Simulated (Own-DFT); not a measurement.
# Point defects and the pressure they add: C11b WSi2

Source: density functional calculations with Own-DFT, an unreviewed in-house program that is no longer used. Nothing was measured or relaxed, and spin and spin-orbit coupling are left out.

Common settings: PBE; PseudoDojo norm-conserving scalar-relativistic files; cutoff 50 hartree; 5 x 5 x 5 k mesh centred on Gamma; cold (Marzari-Vanderbilt) smearing of 0.2 eV.

Caveats: forces on such cells failed a check on a denser k mesh; stress not checked against mesh or cutoff.

All runs share one cell, with vectors in Å (-2.148, -5.953, 3.409); (-6.444, 2.976, 1.136); (-2.553, -2.948, -6.757) and a volume of 403.2 Å³. The atoms are randomly displaced, by u rms on each axis. The defect's site can differ from row to row.

```
cell,formula,u (Å),P (GPa)
no defect,Si20W10,0.0193,4.39
no defect,Si20W10,0.0410,5.29
no defect,Si20W10,0.0535,6.63
one W on a Si site,Si19W11,0.0314,9.87
one W on a Si site,Si19W11,0.0351,?
one W on a Si site,Si19W11,0.0423,10.80
one W on a Si site,Si19W11,0.0493,10.87
one Si vacancy,Si19W10,0.0308,3.41
one Si vacancy,Si19W10,0.0310,3.10
one Si vacancy,Si19W10,0.0502,3.93
one Si on a W site,Si21W9,0.0309,6.01
one Si on a W site,Si21W9,0.0449,6.89
one Si on a W site,Si21W9,0.0481,6.61
```

## Analysis

P = P0 + c u² + a shift for each defect gives P0 = 4.28 GPa, c = 703 ± 109 GPa/Å² and a scatter of 0.28 GPa. The shifts, and each times the cell's volume:

- one W on a Si site: 5.01 ± 0.23 GPa, 12.6 eV
- one Si on a W site: 0.98 ± 0.23 GPa, 2.5 eV
- one Si vacancy: -1.84 ± 0.23 GPa, -4.6 eV

A positive shift means that the defect pushes the cell outwards. Shift times volume (160.2 GPa Å³ is 1 eV) depends little on the cell's size, so, taken for each site, it can be compared between cells at like pressure. The atoms around the defects weren't relaxed, which would change these numbers.

## Prediction

The question: what pressure belongs in the blank (one W on a Si site, u = 0.0351 Å)?

The fit gives 10.16 ± 0.33 GPa. The run itself gave 10.13 GPa.
